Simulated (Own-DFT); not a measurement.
SiC (2H silicon carbide, atoms displaced), Si₃N₄ (beta silicon nitride, strained, atoms displaced), SiC (4H silicon carbide, atoms displaced), GaP (zincblende, atoms displaced) (calculated)

All values are calculated (Own-DFT development build). A calculation, not a measurement: plane-wave PBE density functional theory by an unreviewed code, no spin, of a simulated periodic cell, stress positive in tension, free energy of the whole cell less one offset for each atom, forces on such cells passed a denser k mesh, this cell's mesh not checked; offsets are fitted by least squares, one for each functional and potential file, so energies compare only between cells with the same atoms and settings and are not formation energies; the far tail of each file's local potential was reset to the Coulomb form; each entry is a single point on an unrelaxed cell, so the pressure reflects the starting lattice, mostly measured values (interpolated for alloys), from which strain is counted, and rises with the displacements; printed positions are rounded, which can move forces by about a meV/angstrom; the program, named Own-DFT, is a retired in-house code; no spin-orbit coupling.

Settings shared by all entries: functional PBE; potential files PseudoDojo norm-conserving, scalar-relativistic, standard set; wave cutoff 42 hartree; occupations Fermi-Dirac; smearing width 0.1 eV.

(1) SiC (2H silicon carbide, atoms displaced)

```
SiC
1.0
      6.1654     0.0000     0.0000
     -3.0827     5.3394     0.0000
      0.0000     0.0000    10.0681
Si C Si C Si C Si C Si C Si C Si C Si C
2 2 2 2 2 2 2 2 2 2 2 2 2 2 2 2
Direct
  0.99385 0.02212 0.00946
  0.14486 0.33412 0.25542
  0.98961 0.99577 0.19765
  0.14873 0.32243 0.42969
  0.99578 0.01631 0.50534
  0.17098 0.33472 0.74101
  0.97727 0.98474 0.68781
  0.15796 0.36763 0.94754
  0.00112 0.49064 0.00180
  0.15387 0.79870 0.24155
  0.99605 0.47281 0.17707
  0.17090 0.82238 0.42940
  0.99336 0.50247 0.50677
  0.16324 0.83504 0.74456
  0.99101 0.47827 0.70285
  0.19207 0.83526 0.93196
  0.49603 0.00809 0.00822
  0.67457 0.31816 0.25803
  0.49458 0.01599 0.18085
  0.64526 0.32318 0.44207
  0.49143 0.97193 0.51853
  0.66703 0.32880 0.75761
  0.45427 0.98065 0.69091
  0.67933 0.32316 0.93038
  0.46984 0.50697 0.98078
  0.64422 0.84217 0.24482
  0.48150 0.51187 0.18177
  0.64582 0.82075 0.44072
  0.51764 0.48931 0.51369
  0.67259 0.81535 0.74677
  0.52462 0.53330 0.67602
  0.68024 0.81738 0.92612
```

* hardware: one NVIDIA H100
* k mesh: 5 x 5 x 3 centred on Gamma
* free energy of cell above offsets: 5.393 eV
* pressure: 11.85 GPa
* stress xx: -11.87 GPa
* stress yy: -7.32 GPa
* stress zz: -16.35 GPa
* stress yz: -1.22 GPa
* stress xz: 2.72 GPa
* stress xy: -0.99 GPa
* wall time: 122.4 s

Force:
```csv
element,x (eV/Å),y (eV/Å),z (eV/Å)
Si,1.98,-1.978,-0.961
Si,5.095,-1.566,-1.423
C,-0.081,-0.459,-1.214
C,0.211,1.653,4.261
Si,0.475,-2.924,-3.018
Si,0.294,-0.522,1.834
C,2.912,2.97,-0.55
C,5.472,-6.885,-5.602
Si,-6.941,4.88,-0.511
Si,-1.5,2.905,1.03
C,-3.315,1.608,2.119
C,-1.227,0.281,1.911
Si,0.425,-0.937,-0.911
Si,-3.338,-3.291,3.497
C,-0.906,2.209,-3.344
C,-3.249,0.04,1.468
Si,1.235,-0.17,-4.144
Si,-3.583,2.578,-1.03
C,-0.198,-1.841,2.298
C,3.639,-1.595,0.241
Si,-1.742,1.267,-4.195
Si,-0.684,-1.294,-1.985
C,6.178,3.602,-0.221
C,-2.483,0.471,2.672
Si,5.265,0.034,4.585
Si,2.201,-1.871,1.254
C,1.094,-0.933,0.231
C,1.858,0.26,0.013
Si,-3.765,1.332,-7.137
Si,-3.558,4.274,2.525
C,-0.519,-6.462,4.924
C,-1.246,2.362,1.383
```

(2) Si₃N₄ (beta silicon nitride, strained, atoms displaced)

```
Si3N4
1.0
      7.6978    -0.1120     0.0566
     -3.9459     6.6092    -0.1189
      0.0649    -0.1201     8.5852
Si N Si N Si N
6 8 6 8 6 8
Direct
  0.17350 0.76577 0.08715
  0.23581 0.40806 0.08462
  0.59570 0.82914 0.08759
  0.84394 0.23968 0.25141
  0.77149 0.59256 0.25095
  0.41198 0.18387 0.25946
  0.33710 0.02891 0.08992
  0.95709 0.29559 0.08743
  0.70524 0.67312 0.08064
  0.67514 0.97554 0.24761
  0.02838 0.69950 0.25269
  0.29889 0.33024 0.25103
  0.33382 0.66210 0.08401
  0.67632 0.33540 0.24807
  0.17649 0.77211 0.42119
  0.24953 0.41504 0.41051
  0.58763 0.82193 0.42059
  0.81939 0.22982 0.57843
  0.76834 0.59445 0.59699
  0.40783 0.17494 0.58720
  0.33444 0.03821 0.42300
  0.95475 0.29810 0.42091
  0.71073 0.67515 0.42860
  0.66725 0.95600 0.57818
  0.03560 0.69262 0.57615
  0.29969 0.32974 0.57391
  0.32281 0.66186 0.42051
  0.67211 0.32567 0.58902
  0.16983 0.76381 0.74161
  0.23457 0.40234 0.75659
  0.58883 0.82264 0.75151
  0.82268 0.22046 0.89958
  0.77018 0.58762 0.92765
  0.40276 0.17298 0.93045
  0.34736 0.04093 0.74851
  0.96601 0.29491 0.75401
  0.70120 0.66938 0.74524
  0.68289 0.97424 0.93826
  0.02743 0.69240 0.92630
  0.31849 0.33994 0.91658
  0.33169 0.67715 0.74984
  0.66458 0.34756 0.91864
```

* k mesh: 3 x 3 x 3 centred on Gamma
* free energy of cell above offsets: -1.351 eV
* pressure: 12.37 GPa
* stress xx: -3.23 GPa
* stress yy: -11.14 GPa
* stress zz: -22.75 GPa
* stress yz: -3.31 GPa
* stress xz: 5.64 GPa
* stress xy: -4.15 GPa

Force:
```csv
element,x (eV/Å),y (eV/Å),z (eV/Å)
Si,1.184,-0.323,0.385
Si,-1.853,-0.928,-0.279
Si,0.985,-2.416,1.317
Si,-4.442,-1.925,0.704
Si,-1.146,0.442,0.664
Si,1.379,-0.374,-0.932
N,-0.63,-0.064,0.371
N,4.359,2.277,-4.329
N,-1.64,0.801,3.041
N,-0.219,-0.978,3.111
N,1.321,0.827,0.278
N,1.5,-0.903,-2.118
N,-0.726,1.133,0.099
N,-1.225,-0.253,0.484
Si,0.645,0.333,-2.997
Si,-3.761,-0.954,3.05
Si,1.582,-1.301,-3.893
Si,0.83,-1.769,1.781
Si,2.362,-1.864,-5.247
Si,-0.078,2.275,0.474
N,-0.068,-1.957,-1.687
N,5.06,2.212,-0.461
N,-1.158,-0.258,-1.786
N,-0.286,3.752,4.368
N,-2.684,-0.904,2.685
N,0.506,-0.218,2.463
N,0.989,1.412,-0.582
N,-2.495,2.054,0.179
Si,0.344,1.547,3.064
Si,-0.613,1.151,-2.157
Si,1.727,0.452,0.635
Si,-3.687,1.83,7.549
Si,-0.864,3.282,-2.732
Si,1.55,0.747,-2.36
N,-1.195,-2.815,2.041
N,2.919,1.324,-4.36
N,-2.241,1.68,5.47
N,-0.72,-0.881,-6.043
N,0.824,0.901,-3.103
N,-1.673,-0.383,0.653
N,0.935,-2.797,0.49
N,2.403,-6.166,-0.292
```

(3) SiC (4H silicon carbide, atoms displaced)

```
SiC
1.0
      6.1654     0.0000     0.0000
     -3.0827     5.3394     0.0000
      0.0000     0.0000    10.0681
Si C Si C Si C Si C Si C Si C Si C Si C
2 2 2 2 2 2 2 2 2 2 2 2 2 2 2 2
Direct
  0.99612 0.97901 0.41331
  0.16115 0.33640 0.13841
  0.00708 0.01363 0.10374
  0.13818 0.34674 0.33283
  0.97080 0.48983 0.40402
  0.17280 0.85879 0.14838
  0.02178 0.52240 0.09561
  0.15343 0.86332 0.35833
  0.46826 0.00202 0.40884
  0.64068 0.29917 0.14888
  0.48883 0.01532 0.07482
  0.66672 0.32425 0.35450
  0.48494 0.50708 0.39903
  0.66081 0.85320 0.16258
  0.50489 0.53201 0.07775
  0.67442 0.86135 0.34940
  0.01747 0.98917 0.90225
  0.81719 0.68650 0.65711
  0.00505 0.00504 0.59547
  0.81389 0.64562 0.83054
  0.03802 0.50174 0.89837
  0.79771 0.14681 0.64598
  0.97497 0.49140 0.57238
  0.82969 0.16715 0.84739
  0.50243 0.01180 0.88973
  0.34304 0.66382 0.66922
  0.50842 0.99633 0.58301
  0.35134 0.65292 0.85361
  0.48589 0.49635 0.90914
  0.32146 0.16022 0.64614
  0.52299 0.51034 0.59866
  0.34562 0.16346 0.83333
```

* hardware: one NVIDIA H100
* k mesh: 5 x 5 x 3 centred on Gamma
* free energy of cell above offsets: 5.995 eV
* pressure: 12.04 GPa
* stress xx: -17.29 GPa
* stress yy: -7.43 GPa
* stress zz: -11.41 GPa
* stress yz: -1.85 GPa
* stress xz: -1.42 GPa
* stress xy: -0.42 GPa
* wall time: 113.2 s

Force:
```csv
element,x (eV/Å),y (eV/Å),z (eV/Å)
Si,-8.557,6.479,1.134
Si,0.823,2.579,3.496
C,-1.539,-1.395,-3.339
C,3.596,-0.866,0.458
Si,3.221,2.696,-1.91
Si,0.191,-2.217,2.17
C,-2.478,-0.963,-1.787
C,7.287,-5.763,-5.782
Si,3.196,-0.242,-0.918
Si,0.627,7.389,1.889
C,1.149,-3.157,0.763
C,-5.423,-0.453,-3.805
Si,-0.208,-0.129,0.452
Si,0.939,-0.61,-1.268
C,0.939,-2.13,5.034
C,-1.476,-2.437,-0.902
Si,-2.727,-0.84,-0.034
Si,5.406,-1.083,-0.874
C,-2.25,-0.018,-0.368
C,2.1,1.632,3.509
Si,-6.154,-1.03,1.582
Si,4.95,5.022,1.83
C,1.046,0.521,7.016
C,2.42,-0.252,-1.671
Si,2.048,-1.485,2.152
Si,-1.441,-1.056,-3.93
C,-4.822,-2.789,2.34
C,-3.644,4.695,-3.869
Si,6.532,-1.909,-1.862
Si,2.426,1.914,0.978
C,-5.339,-2.625,-2.596
C,-2.84,0.521,0.112
```

(4) GaP (zincblende, atoms displaced)

```
GaP
1.0
     16.3515     0.0000     0.0000
      0.0000    10.9010     0.0000
      0.0000     0.0000    10.9010
Ga P Ga P Ga P Ga P Ga P Ga P Ga P Ga P Ga P Ga P Ga P Ga P
4 4 4 4 4 4 4 4 4 4 4 4 4 4 4 4 4 4 4 4 4 4 4 4
Direct
  0.00645 0.00318 0.98800
  0.99024 0.24471 0.25085
  0.16195 0.00150 0.24171
  0.16535 0.26200 0.00122
  0.08246 0.11895 0.12248
  0.07613 0.37308 0.35247
  0.26116 0.12811 0.36757
  0.24665 0.35952 0.12725
  0.00193 0.98106 0.50455
  0.00125 0.25183 0.74978
  0.17419 0.00381 0.75209
  0.16784 0.24338 0.49772
  0.06946 0.11993 0.61855
  0.07753 0.37382 0.87307
  0.24354 0.10253 0.87648
  0.24688 0.36816 0.62055
  0.99833 0.49307 0.00763
  0.99944 0.76308 0.24161
  0.16274 0.50435 0.23424
  0.17272 0.73625 0.99730
  0.08140 0.61398 0.14245
  0.08544 0.86404 0.38129
  0.25044 0.62427 0.36361
  0.25083 0.86901 0.12004
  0.00451 0.50850 0.51097
  0.99609 0.73401 0.76021
  0.16535 0.50387 0.75885
  0.15947 0.73447 0.49802
  0.08063 0.62424 0.63458
  0.08533 0.87778 0.87847
  0.26469 0.62765 0.87319
  0.24865 0.86694 0.62469
  0.32756 0.99453 0.99617
  0.32212 0.25424 0.24001
  0.50226 0.99519 0.23151
  0.49749 0.24348 0.00193
  0.41096 0.13139 0.11507
  0.41120 0.35485 0.38252
  0.57393 0.10974 0.37359
  0.58103 0.37772 0.12895
  0.33263 0.00605 0.49989
  0.33519 0.24319 0.74754
  0.49592 0.98532 0.74786
  0.49954 0.25247 0.50302
  0.41378 0.11447 0.61944
  0.42288 0.37271 0.86504
  0.58611 0.10971 0.88097
  0.58149 0.36635 0.61269
  0.33591 0.49194 0.00737
  0.33453 0.74922 0.24557
  0.49917 0.48140 0.24876
  0.50786 0.73694 0.98983
  0.42528 0.64182 0.12836
  0.41846 0.87119 0.37742
  0.58923 0.62938 0.37791
  0.58584 0.85499 0.13076
  0.34004 0.50828 0.51334
  0.33037 0.74859 0.74864
  0.49668 0.50402 0.75283
  0.49595 0.76412 0.48390
  0.42396 0.61978 0.63064
  0.42826 0.86644 0.87251
  0.58443 0.61686 0.86878
  0.57220 0.86443 0.62698
  0.67442 0.02125 0.01183
  0.66262 0.26997 0.24761
  0.83276 0.99464 0.24749
  0.83203 0.25100 0.99895
  0.75105 0.11873 0.12128
  0.75072 0.38000 0.36448
  0.91231 0.12914 0.38710
  0.91448 0.37208 0.13890
  0.66711 0.01133 0.49214
  0.66538 0.23916 0.75630
  0.82785 0.00113 0.75345
  0.82365 0.26007 0.50110
  0.74793 0.12284 0.62870
  0.74506 0.37992 0.87417
  0.91453 0.12172 0.86790
  0.91321 0.38049 0.61342
  0.66541 0.49263 0.98307
  0.66832 0.74529 0.25447
  0.82174 0.50313 0.24143
  0.82912 0.73635 0.99803
  0.75436 0.64567 0.12004
  0.76284 0.88691 0.37087
  0.90778 0.61841 0.37416
  0.91792 0.86840 0.11543
  0.67290 0.50476 0.50008
  0.67516 0.74001 0.74701
  0.84826 0.50442 0.74803
  0.84159 0.76052 0.52023
  0.75141 0.61445 0.62903
  0.75441 0.87729 0.87808
  0.91351 0.63452 0.88049
  0.92059 0.89000 0.61790
```

- hardware: one NVIDIA H200
- k mesh: 2 x 3 x 3 centred on Gamma
- free energy of cell above offsets: -39.222 eV
- pressure: 4.74 GPa
- stress xx: -4.93 GPa
- stress yy: -4.26 GPa
- stress zz: -5.04 GPa
- stress yz: 0.57 GPa
- stress xz: -0.84 GPa
- stress xy: -0.19 GPa
- wall time: 986.8 s

Force:
```csv
element,x (eV/Å),y (eV/Å),z (eV/Å)
Ga,-1.381,-0.214,0.761
Ga,0.714,-1.197,0.368
Ga,1.356,-0.813,1.18
Ga,-0.892,-2.279,-1.063
P,-0.739,1.624,-0.141
P,1.371,0.467,2.28
P,-2.619,-1.303,0.552
P,-0.713,3.683,-1.501
Ga,1.055,2.156,-2.706
Ga,-1.407,-0.414,-0.895
Ga,-3.057,-2.037,-2.668
Ga,-1.132,-0.013,-0.979
P,2.727,0.503,0.661
P,0.804,0.648,0.554
P,1.767,4.276,1.413
P,0.248,0.921,0.973
Ga,-0.379,0.393,0.264
Ga,-0.366,-1.441,1.396
Ga,2.436,-2.652,2.769
Ga,-0.995,0.413,0.333
P,-1.887,2.909,-3.719
P,-0.216,1.1,-1.264
P,0.012,-0.804,1.064
P,-0.466,0.15,0.695
Ga,-1,-1.068,-2.472
Ga,1.007,3.067,-0.865
Ga,1.014,-0.529,-0.362
Ga,1.515,0.251,0.211
P,0.685,-0.007,0.302
P,0.705,-1.73,-1.112
P,-2.12,-1.884,1.071
P,-0.363,0.513,-0.844
Ga,1.697,-0.713,0.107
Ga,3.249,-1.285,1.467
Ga,-0.844,-0.297,0.38
Ga,1.043,0.471,-0.921
P,-0.408,-1.156,0.824
P,-0.378,2.035,-1.105
P,0.66,2.064,-0.531
P,0.292,-0.244,-2.519
Ga,-0.293,-1.823,-0.557
Ga,-0.647,-0.275,0.116
Ga,0.681,1.662,-0.388
Ga,-0.44,-2.096,-0.704
P,1.226,1.093,1.397
P,-1.123,-0.712,1.382
P,-1.23,0.854,-0.603
P,1.333,1.369,1.911
Ga,0.896,0.324,-0.043
Ga,-0.022,0.712,0.55
Ga,-1.117,1.92,1.66
Ga,0.082,0.941,0.588
P,-0.636,-2.696,-0.026
P,-2.473,2.323,-2.375
P,-1.09,-1.088,0.129
P,0.114,1.738,-1.545
Ga,-1.13,-1.242,-1.384
Ga,2.113,0.921,-0.858
Ga,1.509,-1.262,-0.7
Ga,1.966,-2.796,1.993
P,-0.85,2.171,-1.078
P,-2.594,-0.343,1.099
P,0.708,0.264,-0.393
P,2.721,0.227,-0.517
Ga,-2.569,-4.127,-2.077
Ga,0.215,-2.8,0.716
Ga,1.984,1.523,-1.135
Ga,0.162,0.115,-0.03
P,2.158,3.256,2.981
P,-0.868,-0.164,1.125
P,0.124,-0.969,-0.595
P,-1.078,0.572,-1.914
Ga,-0.025,-1.579,0.337
Ga,-0.583,0.693,-0.331
Ga,0.928,-0.24,-0.766
Ga,0.42,-0.869,-0.078
P,-0.078,0.637,-0.426
P,2.23,-1.43,-1.347
P,0.383,0.899,0.634
P,1.084,-0.685,0.966
Ga,-0.668,1.305,2.401
Ga,1.087,0.99,0.761
Ga,1.392,0.717,-0.191
Ga,1.493,3.345,-1.178
P,-2.924,-3.487,1.469
P,-2.695,-2.312,2.216
P,1.166,1.181,0.505
P,-0.243,1.319,-0.651
Ga,-1.108,-0.777,-0.498
Ga,-1.229,1.201,0.348
Ga,-1.652,-0.391,0.362
Ga,-1.314,-1.485,-2.092
P,1.484,0.961,0.029
P,-1.114,-0.56,0.188
P,0.702,-2.467,0.527
P,-1.565,-2.121,4.13
```

(5) SiC (2H silicon carbide, atoms displaced)

```
SiC
1.0
      6.1654     0.0000     0.0000
     -3.0827     5.3394     0.0000
      0.0000     0.0000    10.0681
Si C Si C Si C Si C Si C Si C Si C Si C
2 2 2 2 2 2 2 2 2 2 2 2 2 2 2 2
Direct
  0.00768 0.00449 0.00322
  0.16339 0.33908 0.24533
  0.98391 0.98365 0.18666
  0.18962 0.29730 0.42323
  0.99790 0.00015 0.49001
  0.17108 0.33036 0.74800
  0.98676 0.00165 0.68355
  0.15346 0.32492 0.94467
  0.99894 0.50562 0.99419
  0.12304 0.83197 0.24899
  0.02299 0.50558 0.17908
  0.17910 0.86360 0.44541
  0.99932 0.52759 0.50327
  0.15343 0.80576 0.76030
  0.01952 0.51307 0.69039
  0.19663 0.86165 0.94632
  0.51025 0.99403 0.01269
  0.66199 0.34345 0.24777
  0.47530 0.97101 0.19526
  0.68364 0.33567 0.42702
  0.52251 0.98490 0.48360
  0.65241 0.32434 0.74631
  0.47018 0.98902 0.69152
  0.66869 0.34172 0.94312
  0.45531 0.46854 0.99584
  0.69119 0.83933 0.22899
  0.49844 0.49579 0.18976
  0.64333 0.81253 0.43572
  0.52109 0.51105 0.50425
  0.69115 0.84732 0.73749
  0.49428 0.51090 0.71071
  0.66716 0.81406 0.94547
```

- hardware: one NVIDIA H100
- k mesh: 5 x 5 x 3 centred on Gamma
- free energy of cell above offsets: 4.405 eV
- pressure: 9.46 GPa
- stress xx: -13.53 GPa
- stress yy: -9.42 GPa
- stress zz: -5.42 GPa
- stress yz: 1.86 GPa
- stress xz: -0.12 GPa
- stress xy: -0.06 GPa
- wall time: 121.3 s

Force:
```csv
element,x (eV/Å),y (eV/Å),z (eV/Å)
Si,-1.06,-2.464,-1.144
Si,1.945,-0.401,1.215
C,1.958,5.937,-2.469
C,-2.225,4.361,1.612
Si,-1.17,-0.356,2.467
Si,-1.791,-0.889,0.783
C,4.309,1.517,-1.092
C,-2.607,-0.903,-2.652
Si,-0.469,0.827,1.034
Si,7.588,-2.096,2.044
C,-3.962,0.068,0.979
C,1.085,-3.396,-2.233
Si,2.349,-1.154,-1.017
Si,-0.532,5.012,0.158
C,-1.92,-4.081,-0.908
C,-1.676,-2.604,-1.212
Si,0.813,1.132,-1.557
Si,2.215,-2.325,-1.426
C,0.245,2.631,0.206
C,0.06,0.39,2.899
Si,-6.496,4.112,3.192
Si,0.923,-0.143,1.692
C,3.193,0.882,-1.77
C,-0.23,-1.547,-0.906
Si,5.917,3.969,1.762
Si,-8.331,-4.168,3.404
C,-0.877,0.169,-1.765
C,5.799,0.042,-2.565
Si,-1.256,-4.053,-0.224
Si,-5.862,-1.335,4.45
C,2.522,-0.384,-4.046
C,-0.457,1.25,-0.911
```

(6) SiC (2H silicon carbide, atoms displaced)

```
SiC
1.0
      6.1654     0.0000     0.0000
     -3.0827     5.3394     0.0000
      0.0000     0.0000    10.0681
Si C Si C Si C Si C Si C Si C Si C Si C
2 2 2 2 2 2 2 2 2 2 2 2 2 2 2 2
Direct
  0.00356 0.99953 0.00019
  0.16832 0.33391 0.24919
  0.00545 0.00084 0.18472
  0.16550 0.33161 0.44064
  0.99462 0.99728 0.49672
  0.16310 0.33210 0.75458
  0.00410 0.00139 0.68032
  0.17306 0.34311 0.93596
  0.00017 0.49925 0.99707
  0.16139 0.83328 0.24585
  0.00397 0.50558 0.18763
  0.17702 0.83599 0.43714
  0.00416 0.50594 0.49653
  0.16282 0.83217 0.74893
  0.99959 0.49813 0.68184
  0.17005 0.84034 0.93927
  0.50308 0.00294 0.00041
  0.65781 0.32007 0.25026
  0.49682 0.99871 0.19055
  0.66971 0.32871 0.43998
  0.50642 0.00240 0.49953
  0.66835 0.33715 0.75225
  0.48925 0.98994 0.68967
  0.66640 0.33818 0.94303
  0.50982 0.49863 0.00129
  0.66377 0.83648 0.24858
  0.49869 0.49642 0.19018
  0.66422 0.84590 0.43983
  0.49538 0.51004 0.49828
  0.65753 0.82011 0.75249
  0.49635 0.49700 0.69040
  0.67352 0.83888 0.93712
```

- hardware: one NVIDIA H100
- k mesh: 5 x 5 x 3 centred on Gamma
- free energy of cell above offsets: -4.611 eV
- pressure: 3.82 GPa
- stress xx: -3.84 GPa
- stress yy: -2.75 GPa
- stress zz: -4.87 GPa
- stress yz: -0.63 GPa
- stress xz: 0 GPa
- stress xy: 0.66 GPa
- wall time: 120.4 s

Force:
```csv
element,x (eV/Å),y (eV/Å),z (eV/Å)
Si,-0.414,0.858,-0.569
Si,-0.424,0.149,0.381
C,-1.301,0.217,0.653
C,-0.111,0.228,-1.135
Si,1.14,0.362,0.288
Si,0.099,-0.256,-1.987
C,-0.984,-0.464,1.914
C,0.264,-0.918,1.09
Si,0.246,0.814,0.923
Si,0.784,-0.254,1.204
C,-0.362,-1.264,-0.333
C,-1.35,0.078,-0.704
Si,-0.102,-0.554,0.096
Si,-0.132,-0.074,-0.302
C,-0.272,0.079,1.662
C,0.261,-0.727,-0.495
Si,0.051,-0.352,0.022
Si,0.621,1.904,0.633
C,0.102,-0.467,-1.218
C,-1.055,1.313,-0.517
Si,-1.647,0.575,1.282
Si,0.073,-0.994,-0.893
C,1.05,0.997,0.101
C,1.22,-0.724,-1.179
Si,-1.948,1.141,0.338
Si,0.743,-0.453,0.304
C,0.259,0.428,-0.245
C,1.589,-1.537,-1.28
Si,1.373,-1.116,0.591
Si,0.353,1.747,-1.001
C,0.001,-0.222,-0.428
C,-0.128,-0.513,0.806
```
